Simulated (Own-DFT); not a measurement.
# Which defects push the lattice out? zincblende GaAs

Source: density functional calculations with Own-DFT, an unreviewed in-house program that is no longer used. Nothing was measured or relaxed, and spin and spin-orbit coupling are left out.

All runs used: PBE; PseudoDojo norm-conserving scalar-relativistic files; cutoff 42 hartree; 3 x 3 x 3 k mesh centred on Gamma; Fermi-Dirac smearing of 0.1 eV.

Keep in mind (not all hold for every row): not probed for a lower state with spin; forces on such cells failed a check on a denser k mesh; forces not confirmed at this smearing and k mesh; forces on such cells passed a denser k mesh, each cell not checked; stress not checked against mesh or cutoff.

All runs share one cell, with vectors in Å (11.307, 0.000, 0.000); (0.000, 11.307, 0.000); (0.000, 0.000, 11.307) and a volume of 1445.4 Å³. u is the rms random offset of the atoms per axis. The defect's site can differ from row to row.

| cell | formula | u (Å) | P (GPa) |
|---|---|---|---|
| no defect | As32Ga32 | 0.0207 | 3.52 |
| no defect | As32Ga32 | 0.0501 | 3.95 |
| no defect | As32Ga32 | 0.0504 | 3.95 |
| one As on a Ga site and one Ga on an As site | As32Ga32 | 0.0292 | 3.89 |
| one As on a Ga site and one Ga on an As site | As32Ga32 | 0.0320 | 3.92 |
| one As on a Ga site and one Ga on an As site | As32Ga32 | 0.0477 | 4.25 |
| one As on a Ga site | As33Ga31 | 0.0263 | 4.23 |
| one As on a Ga site | As33Ga31 | 0.0300 | 4.26 |
| one As on a Ga site | As33Ga31 | 0.0502 | 4.58 |
| one Al on a Ga site | AlAs32Ga31 | 0.0501 | ? |
| one Al on a Ga site | AlAs32Ga31 | 0.0510 | 3.99 |
| one Al on a Ga site | AlAs32Ga31 | 0.0511 | 4.05 |
| one Al on a Ga site | AlAs32Ga31 | 0.0542 | 3.98 |
| one In on a Ga site | As32Ga31In | 0.0313 | 4.28 |
| one In on a Ga site | As32Ga31In | 0.0493 | 4.65 |
| one In on a Ga site | As32Ga31In | 0.0503 | 4.53 |

## Fit

P = P0 + c u² + a shift for each defect gives P0 = 3.43 GPa, c = 206 ± 18 GPa/Å² and a scatter of 0.05 GPa. The shifts, and each times the cell's volume:

- one In on a Ga site: 0.65 ± 0.04 GPa, 5.9 eV
- one As on a Ga site: 0.65 ± 0.04 GPa, 5.8 eV
- one As on a Ga site and one Ga on an As site: 0.31 ± 0.04 GPa, 2.8 eV
- one Al on a Ga site: 0.02 ± 0.04 GPa, 0.2 eV (not resolved)

A positive shift means that the defect pushes the cell outwards. Shift times volume (160.2 GPa Å³ is 1 eV) depends little on the cell's size, so, taken for each site, it can be compared between cells at like pressure. The atoms around the defects weren't relaxed, which would change these numbers.

## Test on the hidden row

Question: what pressure belongs in the blank (one Al on a Ga site, u = 0.0501 Å)?

The fitted form gives 3.97 ± 0.06 GPa. Computed: 4.01 GPa.
